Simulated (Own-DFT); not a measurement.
Simulation results for Si₂₄O₄₇ (quartz with one neutral oxygen vacancy, atoms displaced)

Computed with Own-DFT development build. A calculation, not a measurement: plane-wave PBE and HSE06 DFT by an unreviewed code, no spin, of a simulated cell at Gamma alone, so results move with cell size and shape, stress positive in tension, energies less offsets, not probed for a lower state with spin; oxygen file: force components 24 meV/angstrom off all-electron in a glass; k mesh not checked against a denser one; forces and stress are PBE's, HSE06 gives the energy alone, and its difference from PBE has offsets of its own; offsets are fitted by least squares, one for each functional and potential file, so energies compare only between cells with the same atoms and settings and are not formation energies; the far tail of each file's local potential was reset to the Coulomb form; each entry is a single point on an unrelaxed cell, so the pressure reflects the starting lattice, mostly measured values (interpolated for alloys), from which strain is counted, and rises with the displacements; printed positions are rounded, which can move forces by about a meV/angstrom; the program, named Own-DFT, is a retired in-house code; no spin-orbit coupling.

Settings shared by all entries: first functional PBE; second functional HSE06; exact exchange share 0.25; screening 0.11 1/bohr; exchange divergence Gygi-Baldereschi; potential files PseudoDojo norm-conserving, scalar-relativistic, made for PBE, standard set; wave cutoff 48 hartree; occupations fixed; k mesh 1 x 1 x 1 centred on Gamma.

(1) Si₂₄O₄₇ (quartz with one neutral oxygen vacancy, atoms displaced)

```
Si24O47
1.0
      9.8268     0.0000     0.0000
     -4.9134     8.5103     0.0000
      0.0000     0.0000    10.8104
Si O Si O Si O Si O Si O Si O Si O Si O
3 6 3 6 3 6 3 6 3 6 3 6 3 6 3 5
Direct
  0.23290 0.99871 0.99479
  0.00216 0.23278 0.33155
  0.26529 0.26643 0.16895
  0.20879 0.13816 0.05512
  0.42775 0.29421 0.22224
  0.36253 0.06988 0.39232
  0.07777 0.36540 0.44025
  0.12728 0.21070 0.27060
  0.29052 0.42481 0.10785
  0.24129 0.00799 0.49541
  0.00237 0.23522 0.83523
  0.27236 0.26334 0.66517
  0.20427 0.13438 0.56336
  0.42903 0.29463 0.72489
  0.36393 0.07610 0.88976
  0.07561 0.36437 0.94063
  0.13461 0.20199 0.77523
  0.29918 0.42711 0.60328
  0.23147 0.49878 0.00360
  0.99937 0.73887 0.32749
  0.25929 0.76370 0.16543
  0.20862 0.63362 0.05656
  0.42653 0.79440 0.22921
  0.37014 0.57483 0.39583
  0.07480 0.87010 0.43738
  0.13070 0.70457 0.27377
  0.29188 0.92965 0.10982
  0.23370 0.49786 0.49392
  0.00152 0.73198 0.83496
  0.26717 0.76198 0.66752
  0.20438 0.62813 0.56070
  0.42668 0.79125 0.72592
  0.37506 0.57292 0.88884
  0.06822 0.86749 0.93804
  0.13665 0.70341 0.77274
  0.28780 0.92620 0.60502
  0.74039 0.00130 0.00184
  0.50081 0.23339 0.33253
  0.76668 0.26279 0.16720
  0.70850 0.13515 0.06285
  0.92311 0.28947 0.23045
  0.86401 0.07093 0.39874
  0.57237 0.36861 0.43594
  0.63343 0.20856 0.27388
  0.79431 0.42504 0.10651
  0.74013 0.99757 0.49935
  0.50065 0.23549 0.82972
  0.76767 0.26355 0.66028
  0.71411 0.13529 0.56129
  0.92453 0.29159 0.72716
  0.86585 0.06747 0.88780
  0.57191 0.36368 0.94297
  0.63661 0.21100 0.77722
  0.79372 0.42540 0.61135
  0.73571 0.50371 0.00222
  0.50182 0.73584 0.33593
  0.76292 0.75786 0.16535
  0.70863 0.63608 0.05765
  0.92737 0.79696 0.22549
  0.85934 0.56412 0.39346
  0.57345 0.86868 0.44343
  0.62867 0.70566 0.27300
  0.79546 0.93081 0.11231
  0.73196 0.49437 0.50636
  0.49613 0.72947 0.83123
  0.76828 0.76707 0.66910
  0.92377 0.79404 0.72566
  0.86000 0.57076 0.89399
  0.57566 0.85583 0.93429
  0.63449 0.70684 0.77011
  0.79328 0.92167 0.61034
```

| Item | Value |
| --- | --- |
| PBE energy of cell above offsets | -22.906 eV |
| HSE06 less PBE above offsets | -0.696 eV |
| PBE pressure | 7.88 GPa |
| PBE stress xx | -9.28 GPa |
| PBE stress yy | -6.52 GPa |
| PBE stress zz | -7.83 GPa |
| PBE stress yz | -0.32 GPa |
| PBE stress xz | 0.33 GPa |
| PBE stress xy | -0.57 GPa |

Force:
```tsv
element	x (eV/Å)	y (eV/Å)	z (eV/Å)
Si	-0.141	1.242	1.477
Si	-4.039	0.01	3.192
Si	0.124	-1.208	-1.762
O	-0.139	-0.219	0.561
O	0.81	-0.192	1.102
O	2.473	2.066	-3.075
O	-1.732	-2.11	-1.407
O	4.33	-1.116	-1.541
O	-0.054	0.963	0.28
Si	-2.974	-2.952	3.439
Si	0.188	-1.011	-2.104
Si	-3.797	1.906	1.154
O	0.564	-1.923	-2.399
O	1.523	0.679	0.053
O	0.235	-0.889	-0.242
O	-0.711	0.408	0.728
O	0.407	0.53	-0.434
O	-0.152	-0.166	-0.061
Si	3.03	-0.029	-2.773
Si	0.044	-2.29	4.134
Si	2.025	0.707	0.701
O	-1.398	1.358	0.66
O	-1.184	-0.117	-0.694
O	0.59	-0.035	-1.121
O	-0.215	0.017	-0.464
O	0.332	-0.483	-0.361
O	-0.383	0.037	-0.8
Si	1.429	0.933	3.573
Si	-1.112	-0.234	-2.026
Si	-1.069	1.024	-2.256
O	-0.228	0.272	-0.149
O	0.238	0.709	-0.452
O	-2.769	-4.13	3.094
O	0.123	-0.147	0.471
O	-1.552	-0.345	1.569
O	0.938	-0.729	0.715
Si	-1.354	-1.334	-1.623
Si	-1.117	0.5	-0.362
Si	-1.48	1.222	0.641
O	0.397	-1.835	-1.805
O	0.575	0.533	-0.136
O	2.865	2.17	-3.381
O	-0.522	-0.605	0.651
O	0.989	-0.617	-0.285
O	-0.002	0.66	0.173
Si	-2.133	-1.025	3.265
Si	0.421	0.815	1.72
Si	-0.663	0.303	4.406
O	0.018	-2.404	-2.339
O	1.272	0.261	0.636
O	-0.246	0.069	0.891
O	-0.138	0.357	0.092
O	1.624	-0.32	-1.57
O	0.266	0.528	-0.12
Si	0.035	-3.356	-0.597
Si	-1.399	0.715	0.029
Si	-1.893	2.743	1.301
O	-0.886	-0.067	-0.315
O	-0.605	0.352	-1.223
O	1.053	2.18	-1.463
O	-0.155	-0.355	-0.151
O	2.152	-0.313	-0.961
O	0.6	-0.999	0.441
Si	-1.769	3.914	0.194
Si	1.957	1.153	-1.819
Si	-0.221	-4.367	-2.277
O	4.152	0.132	2.359
O	1.513	1.091	-1.221
O	0.73	3.539	3.159
O	-0.67	-0.843	0.723
O	-1.12	2.666	-1.814
```

(2) Si₂₄O₄₇ (quartz with one neutral oxygen vacancy, atoms displaced)

```
Si24O47
1.0
      9.8268     0.0000     0.0000
     -4.9134     8.5103     0.0000
      0.0000     0.0000    10.8104
Si O Si O Si O Si O Si O Si O Si O Si O
3 6 3 5 3 6 3 6 3 6 3 6 3 6 3 6
Direct
  0.23249 0.00304 0.99918
  0.99331 0.23126 0.33607
  0.26027 0.25916 0.16339
  0.21178 0.13579 0.06361
  0.43053 0.29195 0.22673
  0.36583 0.07722 0.38846
  0.07190 0.36379 0.43970
  0.13538 0.20862 0.27787
  0.28972 0.42808 0.10133
  0.23415 0.00026 0.49630
  0.00383 0.23531 0.83208
  0.26940 0.26996 0.66617
  0.20438 0.12815 0.56022
  0.42480 0.29523 0.72688
  0.36314 0.07344 0.89052
  0.07080 0.36637 0.93945
  0.12966 0.20391 0.76940
  0.23476 0.49877 0.00521
  0.99977 0.73388 0.33073
  0.26386 0.76402 0.16914
  0.20351 0.63586 0.05535
  0.42776 0.79534 0.22798
  0.36283 0.56990 0.39552
  0.06981 0.86666 0.43385
  0.13950 0.71218 0.27141
  0.29883 0.92768 0.10426
  0.23305 0.49582 0.50306
  0.00170 0.72975 0.83058
  0.26008 0.76392 0.66897
  0.21011 0.63682 0.56121
  0.42533 0.79089 0.72868
  0.36403 0.57345 0.88931
  0.07284 0.86388 0.93627
  0.13461 0.70312 0.77279
  0.29317 0.92291 0.60911
  0.73433 0.00197 0.00162
  0.50054 0.24060 0.33092
  0.76230 0.26101 0.16394
  0.70817 0.13119 0.05852
  0.92929 0.29163 0.22537
  0.86758 0.07626 0.39223
  0.57364 0.36674 0.44110
  0.63587 0.20224 0.27074
  0.79256 0.42854 0.10356
  0.73572 0.99979 0.49806
  0.49645 0.23449 0.83470
  0.76797 0.26549 0.66965
  0.70834 0.13170 0.55727
  0.92904 0.29716 0.72508
  0.86131 0.07420 0.89665
  0.57425 0.36013 0.94244
  0.63937 0.20710 0.77425
  0.78962 0.42228 0.60774
  0.73021 0.49733 0.99825
  0.50301 0.72616 0.33824
  0.76618 0.76417 0.16964
  0.70898 0.63730 0.05682
  0.93141 0.79643 0.22748
  0.86682 0.57600 0.38966
  0.56809 0.86790 0.44011
  0.63522 0.70525 0.27258
  0.79170 0.91931 0.10507
  0.73074 0.49844 0.50005
  0.49459 0.72651 0.83246
  0.76491 0.76485 0.66468
  0.71022 0.63280 0.56007
  0.92947 0.79725 0.72467
  0.86781 0.57094 0.88715
  0.57642 0.87019 0.93881
  0.63557 0.71207 0.77134
  0.79091 0.92750 0.60273
```

| Quantity | Value |
| --- | --- |
| PBE energy of cell above offsets | -23.377 eV |
| HSE06 less PBE above offsets | -0.717 eV |
| PBE pressure | 7.67 GPa |
| PBE stress xx | -6.67 GPa |
| PBE stress yy | -8.21 GPa |
| PBE stress zz | -8.14 GPa |
| PBE stress yz | -0.29 GPa |
| PBE stress xz | 1.41 GPa |
| PBE stress xy | -0.75 GPa |

Force:
```tsv
element	x (eV/Å)	y (eV/Å)	z (eV/Å)
Si	1.916	-2.959	-0.091
Si	2.074	2.264	-1.837
Si	-0.129	4.029	4.432
O	-0.728	-1.967	-2.683
O	-3.353	1.291	-3.28
O	0	-0.588	0.453
O	-0.461	0.757	0.779
O	0.467	0.014	-0.805
O	3.905	-3.268	4.443
Si	0.987	-1.335	0.471
Si	-2.655	-0.499	0.815
Si	-3.213	0.594	-3.212
O	-0.55	1.315	0.906
O	1.884	0.63	0.748
O	-0.309	-0.416	0.135
O	0.511	0.474	0.477
O	1.435	-0.332	-0.093
Si	-3.554	2.33	-4.963
Si	1.192	-0.011	0.083
Si	2.27	1.16	-2.763
O	0.182	-0.127	0.446
O	1.493	-0.954	0.968
O	0.784	-0.604	-0.307
O	0.593	1.216	1.447
O	-2.314	-1.319	2.434
O	-0.991	0.799	-0.598
Si	0.487	-1.334	2.205
Si	-1.552	1.315	-0.309
Si	3.219	0.326	-0.485
O	0.217	-1.564	-1.057
O	-0.887	0.196	-0.871
O	-0.956	-3.089	1.909
O	0.051	0.918	0.828
O	-0.843	-1.036	1.408
O	-1.487	2.191	-1.883
Si	1.082	-2.931	-0.225
Si	3.19	-2.062	1.253
Si	1.128	1.836	0.028
O	-1.693	1.544	0.792
O	-1.212	0.291	-1.074
O	-0.627	-2.976	0.712
O	-0.983	-0.56	-0.411
O	-2.149	0.127	1.612
O	0.909	-1.073	1.117
Si	-1.376	-0.174	-0.521
Si	2.425	-0.446	-1.692
Si	-0.25	-1.186	-2.16
O	-0.764	1.496	1.058
O	1.823	0.098	0.754
O	2.105	1.624	-2.076
O	-1.377	-0.25	-0.034
O	-2.825	-0.445	1.832
O	-0.582	1.337	-0.885
Si	1.691	2.289	-0.41
Si	-2.914	2.658	-1.22
Si	1.176	-0.028	-1.676
O	0.001	-0.686	-0.065
O	-1.109	0.328	-1.42
O	-0.83	-1.817	1.122
O	0.676	-0.537	-0.233
O	0.052	-1.039	1.172
O	-0.491	1.649	-0.136
Si	3.07	0.215	-0.122
Si	0.793	4.304	0.392
Si	0.419	1.341	0.484
O	-1.174	0.416	-0.13
O	0.432	-0.247	0.094
O	-1.292	-1.704	1.275
O	-0.809	-1.786	-0.812
O	0.301	-0.877	0.18
O	1.498	-1.146	1.276
```

(3) Si₂₄O₄₇ (quartz with one neutral oxygen vacancy, atoms displaced)

```
Si24O47
1.0
      9.8268     0.0000     0.0000
     -4.9134     8.5103     0.0000
      0.0000     0.0000    10.8104
Si O Si O Si O Si O Si O Si O Si O Si O
3 6 3 6 3 5 3 6 3 6 3 6 3 6 3 6
Direct
  0.23716 0.99914 0.99919
  0.00101 0.23347 0.33329
  0.26346 0.26978 0.16413
  0.20757 0.13318 0.05908
  0.42421 0.29222 0.22885
  0.37179 0.07668 0.39150
  0.06936 0.36210 0.44288
  0.13399 0.20308 0.27545
  0.28941 0.42326 0.10934
  0.23361 0.99635 0.49942
  0.99548 0.23174 0.82970
  0.26594 0.26339 0.66193
  0.20658 0.13150 0.56272
  0.42603 0.30122 0.72444
  0.36781 0.07846 0.89479
  0.07399 0.36765 0.94092
  0.13550 0.20522 0.77519
  0.28893 0.42782 0.60724
  0.23762 0.49526 0.99747
  0.99958 0.72974 0.32928
  0.27102 0.76798 0.16522
  0.20368 0.62719 0.06259
  0.36308 0.57413 0.39089
  0.07501 0.86917 0.43916
  0.12649 0.70363 0.27407
  0.29446 0.92771 0.10845
  0.23919 0.50727 0.50105
  0.99982 0.73517 0.83229
  0.26157 0.76818 0.66213
  0.21032 0.63959 0.55732
  0.42515 0.79121 0.72292
  0.36507 0.57526 0.89359
  0.06310 0.86166 0.94116
  0.13416 0.70886 0.77311
  0.29835 0.93249 0.60415
  0.73897 0.00438 0.99740
  0.49958 0.23566 0.33502
  0.76129 0.26670 0.16559
  0.70873 0.13780 0.05862
  0.93393 0.29730 0.22507
  0.86241 0.06674 0.38765
  0.57509 0.36717 0.44054
  0.62971 0.20610 0.27425
  0.79049 0.42477 0.10575
  0.73118 0.99737 0.50042
  0.50095 0.23556 0.82865
  0.76545 0.26290 0.66735
  0.70659 0.13559 0.55888
  0.92487 0.29288 0.72741
  0.86853 0.08228 0.89095
  0.57802 0.37398 0.93935
  0.63009 0.20622 0.77234
  0.79506 0.42625 0.60926
  0.73692 0.49696 0.00097
  0.50086 0.73328 0.33065
  0.75977 0.76400 0.16727
  0.71019 0.63653 0.05768
  0.92371 0.79049 0.22503
  0.86474 0.56913 0.39804
  0.57346 0.86710 0.44251
  0.62951 0.70570 0.27137
  0.78749 0.92394 0.10852
  0.73707 0.50655 0.50140
  0.49707 0.73822 0.83513
  0.76316 0.76196 0.66841
  0.70649 0.63763 0.56121
  0.92481 0.79152 0.72582
  0.86572 0.57555 0.89553
  0.57121 0.86358 0.93957
  0.63696 0.70798 0.77547
  0.79735 0.93147 0.60995
```

| Property | Result |
| --- | --- |
| PBE energy of cell above offsets | -23.986 eV |
| HSE06 less PBE above offsets | -0.685 eV |
| PBE pressure | 7.25 GPa |
| PBE stress xx | -6.64 GPa |
| PBE stress yy | -8 GPa |
| PBE stress zz | -7.11 GPa |
| PBE stress yz | 0.99 GPa |
| PBE stress xz | 1.42 GPa |
| PBE stress xy | 0.12 GPa |

Force:
```tsv
element	x (eV/Å)	y (eV/Å)	z (eV/Å)
Si	-2.316	-0.491	0.036
Si	-0.52	-0.229	0.272
Si	2.188	-4.084	2.359
O	-0.224	0.09	-0.061
O	-0.512	0.541	-0.77
O	-1.299	-2.486	1.701
O	0.685	1.368	0.811
O	0.376	0.037	-0.36
O	-0.602	3.115	-1.311
Si	0.022	2.33	-1.619
Si	3.353	3.586	0.121
Si	-2.104	1.3	1.754
O	0.134	-1.511	-1.792
O	2.168	-0.084	1.01
O	0.545	-0.379	-0.8
O	-0.583	-1.361	-1.12
O	-0.359	0.093	-0.345
O	0.629	-0.096	0.472
Si	-1.937	0.768	1.31
Si	-3.493	1.165	2.44
Si	1.707	-2.113	2.598
O	0.213	0.317	-0.202
O	0.754	-0.19	-0.349
O	-0.844	-1.767	-1.066
O	4.266	-0.172	-2.353
O	0.104	0.589	-0.248
Si	-1.28	-2.743	-0.919
Si	-0.719	-0.652	0.314
Si	1.349	0.158	1.685
O	-0.857	-0.128	-0.596
O	-0.432	0.26	-0.112
O	0.967	0.051	-0.862
O	1.483	2.086	1.221
O	0.467	-0.081	-0.324
O	0.759	-0.273	1.131
Si	-0.861	-1.052	1.004
Si	-0.417	1.29	-0.615
Si	2.401	-0.662	2.202
O	0.002	-0.962	-0.836
O	-2.006	-0.149	-0.991
O	-0.394	-0.137	0.588
O	-0.142	0.929	0.855
O	1.586	-0.084	-0.88
O	0.766	0.572	1.093
Si	2.041	1.728	0.268
Si	-2.036	2.047	1.515
Si	-1.116	0.688	-0.785
O	-0.01	-0.67	-0.441
O	0.188	0.606	-0.525
O	-1.063	-3.572	1.43
O	-1.248	-2.503	-1.682
O	1.585	-0.629	-0.466
O	-0.729	0.93	-0.422
Si	-1.455	2.403	-0.426
Si	-4.162	1.646	-0.102
Si	2.098	-0.35	-1.24
O	-0.214	-0.466	0.102
O	-0.135	-0.014	0.318
O	1.433	1.618	-1.968
O	-1.289	-2.075	-1.309
O	0.911	-0.875	0.299
O	-0.551	1.478	-0.887
Si	-0.219	-2.64	1.466
Si	1.487	-1.442	-2.462
Si	-0.518	2.406	0.132
O	-0.279	-1.044	-1.305
O	0.832	0.289	-0.15
O	1.068	-0.087	-1.006
O	0.455	2.502	1.855
O	-1.991	-0.301	1.333
O	-0.105	-0.428	0.012
```
